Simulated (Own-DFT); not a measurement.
# Which defects push the lattice out? hexagonal WC

The numbers are computed, not measured, by runs of the plane-wave DFT program Own-DFT (in-house, retired, unreviewed) at fixed positions, with no spin and no spin-orbit coupling.

Common settings: PBE; PseudoDojo norm-conserving scalar-relativistic files; cutoff 50 hartree; 4 x 4 x 4 k mesh centred on Gamma; cold (Marzari-Vanderbilt) smearing of 0.2 eV.

Caveats: forces on such cells moved up to 12 meV/angstrom on a denser k mesh; stress not checked against mesh or cutoff.

All runs share one cell, with vectors in Å (5.833, -5.052, -2.839); (0.000, -5.052, 8.518); (-5.833, -5.052, -2.839) and a volume of 669.4 Å³. The atoms are randomly displaced, by u rms on each axis. The defect's site can differ from row to row.

| cell | formula | u (Å) | P (GPa) |
|---|---|---|---|
| no defect | C32W32 | 0.0201 | 3.30 |
| no defect | C32W32 | 0.0497 | 6.00 |
| no defect | C32W32 | 0.0551 | 7.59 |
| one C on a W site | C33W31 | 0.0292 | 2.42 |
| one C on a W site | C33W31 | 0.0302 | 2.83 |
| one C on a W site | C33W31 | 0.0454 | 4.19 |
| one W on a C site | C31W33 | 0.0290 | 16.23 |
| one W on a C site | C31W33 | 0.0293 | 16.60 |
| one W on a C site | C31W33 | 0.0295 | ? |
| one W on a C site | C31W33 | 0.0322 | 16.47 |
| one W vacancy | C32W31 | 0.0273 | 1.70 |
| one W vacancy | C32W31 | 0.0482 | 4.21 |
| one W vacancy | C32W31 | 0.0508 | 4.65 |
| one C vacancy | C31W32 | 0.0305 | 3.47 |
| one C vacancy | C31W32 | 0.0507 | 5.61 |
| one C vacancy | C31W32 | 0.0509 | 5.52 |

## Working it out

P = P0 + c u² + a shift for each defect gives P0 = 2.73 GPa, c = 1473 ± 85 GPa/Å² and a scatter of 0.25 GPa. The shifts, and each times the cell's volume:

- one W on a C site: 12.36 ± 0.22 GPa, 51.7 eV
- one C vacancy: -0.85 ± 0.20 GPa, -3.6 eV
- one C on a W site: -1.46 ± 0.21 GPa, -6.1 eV
- one W vacancy: -1.99 ± 0.20 GPa, -8.3 eV

A positive shift means that the defect pushes the cell outwards. Shift times volume (160.2 GPa Å³ is 1 eV) depends little on the cell's size, so, taken for each site, it can be compared between cells at like pressure. The atoms around the defects weren't relaxed, which would change these numbers.

## The run left out

Asked: what pressure belongs in the blank (one W on a C site, u = 0.0295 Å)?

The fitted form gives 16.37 ± 0.29 GPa. Computed: 16.34 GPa.
